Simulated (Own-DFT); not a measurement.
# Point defects and the pressure they add: grey tin

Calculated, not measured: single-point runs of Own-DFT, a retired in-house plane-wave DFT program that no person has reviewed, on unrelaxed cells, without spin or spin-orbit coupling.

Settings: PBE; PseudoDojo norm-conserving scalar-relativistic files; cutoff 42 hartree; 3 x 3 x 3 k mesh centred on Gamma; cold (Marzari-Vanderbilt) smearing of 0.2 eV.

Keep in mind (not all hold for every row): not probed for a lower state with spin; forces on such cells moved up to 12 meV/angstrom on a denser k mesh; stress not checked against mesh or cutoff.

All runs share one cell, with vectors in Å (12.978, 0.000, 0.000); (0.000, 12.978, 0.000); (0.000, 0.000, 12.978) and a volume of 2185.9 Å³. The atoms are randomly displaced, by u rms on each axis. The defect's site can differ from row to row.

```
cell,formula,u (Å),P (GPa)
no defect,Sn64,0.0201,3.38
no defect,Sn64,0.0210,3.39
no defect,Sn64,0.0478,3.57
two Sn vacancies,Sn62,0.0297,3.14
two Sn vacancies,Sn62,0.0304,3.11
two Sn vacancies,Sn62,0.0499,?
two Sn vacancies,Sn62,0.0505,3.35
one Sn vacancy,Sn63,0.0306,3.23
one Sn vacancy,Sn63,0.0453,3.39
one Sn vacancy,Sn63,0.0457,3.37
```

## Fit

P = P0 + c u² + a shift for each defect gives P0 = 3.32 GPa, c = 119 ± 9 GPa/Å² and a scatter of 0.02 GPa. The shifts, and each times the cell's volume:

- one Sn vacancy: -0.19 ± 0.02 GPa, -2.6 eV
- two Sn vacancies: -0.30 ± 0.02 GPa, -4.1 eV (-2.0 eV for each of its 2 sites)

Against the defect-free cell, a freed cell would be larger where the shift is positive and smaller where it is negative (160.2 GPa Å³ is 1 eV). The atoms around the defects weren't relaxed, which would change these numbers.

## Check

Q: what pressure belongs in the blank (two Sn vacancies, u = 0.0499 Å)?

The fit gives 3.32 ± 0.03 GPa. Computed: 3.32 GPa.
